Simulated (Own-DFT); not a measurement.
# One host, several defects: C40 NbSi2

No measurement is shown. These are fixed-geometry runs of a retired plane-wave code named Own-DFT, which no person has reviewed; spin and spin-orbit coupling are neglected.

All runs used: PBE; PseudoDojo norm-conserving scalar-relativistic files; cutoff 42 hartree; 4 x 4 x 5 k mesh centred on Gamma; cold (Marzari-Vanderbilt) smearing of 0.2 eV.

Limits: forces on such cells failed a check on a denser k mesh; stress not checked against mesh or cutoff.

All runs share one cell, with vectors in Å (0.000, 8.324, 0.000); (-9.613, 0.000, 0.000); (0.000, 0.000, 6.586) and a volume of 527.0 Å³. u is the rms random offset of the atoms per axis. The defect's site can differ from row to row.

| cell | formula | u (Å) | P (GPa) |
|---|---|---|---|
| no defect | Nb12Si24 | 0.0196 | 1.46 |
| no defect | Nb12Si24 | 0.0439 | 2.33 |
| no defect | Nb12Si24 | 0.0504 | 2.66 |
| one Si vacancy | Nb12Si23 | 0.0306 | 1.06 |
| one Si vacancy | Nb12Si23 | 0.0318 | 1.10 |
| one Si vacancy | Nb12Si23 | 0.0511 | ? |
| one Si vacancy | Nb12Si23 | 0.0551 | 1.98 |
| two Nb on a Si site each | Nb14Si22 | 0.0297 | 7.39 |
| two Nb on a Si site each | Nb14Si22 | 0.0299 | 7.68 |
| two Nb on a Si site each | Nb14Si22 | 0.0531 | 8.30 |
| two Nb vacancies | Nb10Si24 | 0.0279 | 0.02 |
| two Nb vacancies | Nb10Si24 | 0.0292 | -0.02 |
| two Nb vacancies | Nb10Si24 | 0.0424 | 0.33 |
| two Si on a Nb site each | Nb10Si26 | 0.0290 | 1.51 |
| two Si on a Nb site each | Nb10Si26 | 0.0322 | 2.00 |
| two Si on a Nb site each | Nb10Si26 | 0.0446 | 2.40 |

## Analysis

P = P0 + c u² + a shift for each defect gives P0 = 1.39 GPa, c = 469 ± 47 GPa/Å² and a scatter of 0.14 GPa. The shifts, and each times the cell's volume:

- two Nb on a Si site each: 5.68 ± 0.12 GPa, 18.7 eV (9.3 eV for each of its 2 sites)
- two Si on a Nb site each: -0.02 ± 0.12 GPa, -0.1 eV (0.0 eV for each of its 2 sites) (not resolved)
- one Si vacancy: -0.79 ± 0.12 GPa, -2.6 eV
- two Nb vacancies: -1.81 ± 0.12 GPa, -6.0 eV (-3.0 eV for each of its 2 sites)

A positive shift means that the defect pushes the cell outwards. Shift times volume (160.2 GPa Å³ is 1 eV) depends little on the cell's size, so, taken for each site, it can be compared between cells at like pressure. The atoms around the defects weren't relaxed, which would change these numbers.

## Test on the hidden row

The question: what pressure belongs in the blank (one Si vacancy, u = 0.0511 Å)?

Estimate: 1.82 ± 0.17 GPa. Computed: 1.52 GPa.
